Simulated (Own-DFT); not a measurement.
# Which arrangement is lower? In48P48, 96 atoms

These are calculations, not measurements. They come from Own-DFT, an in-house plane-wave density functional program, since retired, whose code no person has reviewed. Each row is one single-point run on a periodic cell that was not relaxed, without spin or spin-orbit coupling.

Settings of every run: PBE; PseudoDojo norm-conserving scalar-relativistic files; cutoff 36 hartree; 2 x 3 x 3 k mesh centred on Gamma; Fermi-Dirac smearing of 0.1 eV.

Known limits, some of them of some rows only: not probed for a lower state with spin; forces on such cells failed a check on a denser k mesh; forces not confirmed at this smearing and k mesh; stress not checked against mesh or cutoff.

All cells hold the same atoms in the same cell, with vectors in Å (17.606, 0.000, 0.000); (0.000, 11.737, 0.000); (0.000, 0.000, 11.737). Every atom was moved at random from its ideal site; u is the rms move along one axis. The defect's site can differ from row to row. E is the free energy of the cell above the lowest run. The arrangements:

- A: zincblende InP
- B: zincblende InP, with one In on a P site and one P on an In site, 2.5 Å apart

| arrangement | u (Å) | E (eV) | P (GPa) |
|---|---|---|---|
| A | 0.0193 | 0.000 | 3.19 |
| A | 0.0211 | 0.094 | 3.21 |
| A | 0.0213 | 0.142 | 3.21 |
| A | 0.0491 | 2.733 | 3.54 |
| A | 0.0516 | 2.961 | 3.58 |
| A | 0.0524 | 3.234 | 3.59 |
| B | 0.0276 | 4.568 | 3.50 |
| B | 0.0291 | 4.713 | 3.51 |
| B | 0.0316 | 5.067 | 3.58 |
| B | 0.0489 | 6.937 | 3.79 |
| B | 0.0502 | 6.827 | 3.80 |
| B | 0.0502 | 7.301 | 3.89 |

Question: once the cost of the random moves is taken out, how do the arrangements rank?

## Worked answer

Fit E = a + b u², with one b for all and one a for each arrangement, and with residuals divided by u², since the noise grows with the moves. Then b = 1364 eV/Å², the scatter at u = 0.04 Å is 0.12 eV, and against A:

- B: 4.09 ± 0.04 eV (higher)

These are energies of unrelaxed cells. Relaxing the atoms lowers the strained arrangements most, so the gaps would shrink and small ones could change sign.
